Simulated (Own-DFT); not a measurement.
# Stretching a layer in its plane: wurtzite AlGaN with randomly placed atoms, 72 atoms (Al9Ga27N36)

No measurement is shown. These are fixed-geometry runs of a retired plane-wave code named Own-DFT, which no person has reviewed; spin and spin-orbit coupling are neglected.

Method: PBE; PseudoDojo norm-conserving scalar-relativistic files (stringent for Ga); cutoff 96 hartree; 4 x 4 x 3 k mesh centred on Gamma; Gaussian smearing of 0.01 eV.

Caveats: forces on such cells passed a denser k mesh, each cell not checked; stress not checked against mesh or cutoff.

Unstrained cell vectors in Å: (9.509, 0.000, 0.000); (-4.755, 8.235, 0.000); (0.000, 0.000, 10.268). The unstrained cell has measured lattice constants (interpolated for alloys), not those of this functional. That, the random moves and any unrelaxed bonds set the pressure at no strain. Each run strains x and y alike by e, as a substrate would, and holds the height along z. All atoms carry random offsets, Gaussian with a width of 0.05 Å per axis. The random placing of the alloy's atoms differs from row to row. Stress is positive in tension.

```
e (%),u (Å),(s_xx + s_yy)/2 (GPa),s_zz (GPa)
-2.75,0.047,-23.75,-11.23
-2.50,0.049,-22.88,-12.17
-1.75,0.055,-18.50,-11.45
-1.25,0.053,-14.10,-10.32
-1.00,0.046,-12.05,-9.65
0.25,0.050,-5.88,-5.92
0.75,0.048,?,?
1.50,0.051,0.54,-5.45
2.25,0.052,4.57,-5.96
3.00,0.051,7.09,-2.64
```

## Analysis

With e as a fraction, the in-plane stress is -7.0 + 556 e - 2663 e² GPa (errors 10 and 703, scatter 0.62), and s_zz is -7.9 + 154 e GPa (slope ± 17, scatter 1.02). At e = 0 the first slope is C11 + C12 and the second 2 C13, both with the ions held to the strained lattice and at the cell's own pressure. The term in e² is negative: the layer stiffens under compression and softens under tension. A free layer would change its height as e changes, and the in-plane slope would drop by 2 C13²/C33 to the biaxial modulus. At fixed height, a misfit of 1 % moves the in-plane stress by about 5.6 GPa and s_zz by 1.5 GPa.

## Withheld run

The question: what are the two stresses at e = 0.75 %?

Estimate: -3.0 and -6.8 GPa. Computed: -2.10 and -8.01 GPa.
